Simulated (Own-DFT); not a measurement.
# Misfit strain and the stress it brings: wurtzite AlGaN with randomly placed atoms, 72 atoms (Al9Ga27N36)

Source: density functional calculations with Own-DFT, an unreviewed in-house program that is no longer used. Nothing was measured or relaxed, and spin and spin-orbit coupling are left out.

Settings: PBE; PseudoDojo norm-conserving scalar-relativistic files (stringent for Ga); cutoff 96 hartree; 4 x 4 x 3 k mesh centred on Gamma; Gaussian smearing of 0.01 eV.

Limits: forces on such cells passed a denser k mesh, each cell not checked; stress not checked against mesh or cutoff.

Unstrained cell vectors in Å: (9.509, 0.000, 0.000); (-4.755, 8.235, 0.000); (0.000, 0.000, 10.268). The unstrained cell has measured lattice constants (interpolated for alloys), not those of this functional. That, the random moves and any unrelaxed bonds set the pressure at no strain. Each run strains x and y alike by e, as a substrate would, and holds the height along z. Each atom got a random Gaussian move of width 0.05 Å along each axis. The random placing of the alloy's atoms differs from row to row. Stress is positive in tension.

| e (%) | u (Å) | (s_xx + s_yy)/2 (GPa) | s_zz (GPa) |
|---|---|---|---|
| -2.75 | 0.055 | -25.33 | -12.37 |
| -0.75 | 0.046 | -10.51 | -8.88 |
| -0.25 | 0.048 | -7.74 | -8.43 |
| 0.25 | 0.050 | -6.07 | -7.02 |
| 0.50 | 0.044 | -3.75 | -5.86 |
| 0.75 | 0.052 | ? | ? |
| 1.00 | 0.050 | -1.81 | -6.38 |
| 1.75 | 0.046 | 2.55 | -6.36 |
| 2.25 | 0.051 | 3.84 | -4.09 |
| 3.00 | 0.050 | 7.12 | -3.90 |

## Working it out

With e as a fraction, the in-plane stress is -6.7 + 567 e - 3827 e² GPa (errors 11 and 564, scatter 0.54), and s_zz is -7.8 + 146 e GPa (slope ± 15, scatter 0.72). At e = 0 the first slope is C11 + C12 and the second 2 C13, both with the ions held to the strained lattice and at the cell's own pressure. The term in e² is negative: the layer stiffens under compression and softens under tension. A free layer would change its height as e changes, and the in-plane slope would drop by 2 C13²/C33 to the biaxial modulus. At fixed height, a misfit of 1 % moves the in-plane stress by about 5.7 GPa and s_zz by 1.5 GPa.

## The run left out

Q: what are the two stresses at e = 0.75 %?

Estimate: -2.6 and -6.7 GPa. The hidden result is -2.19 and -7.70 GPa.
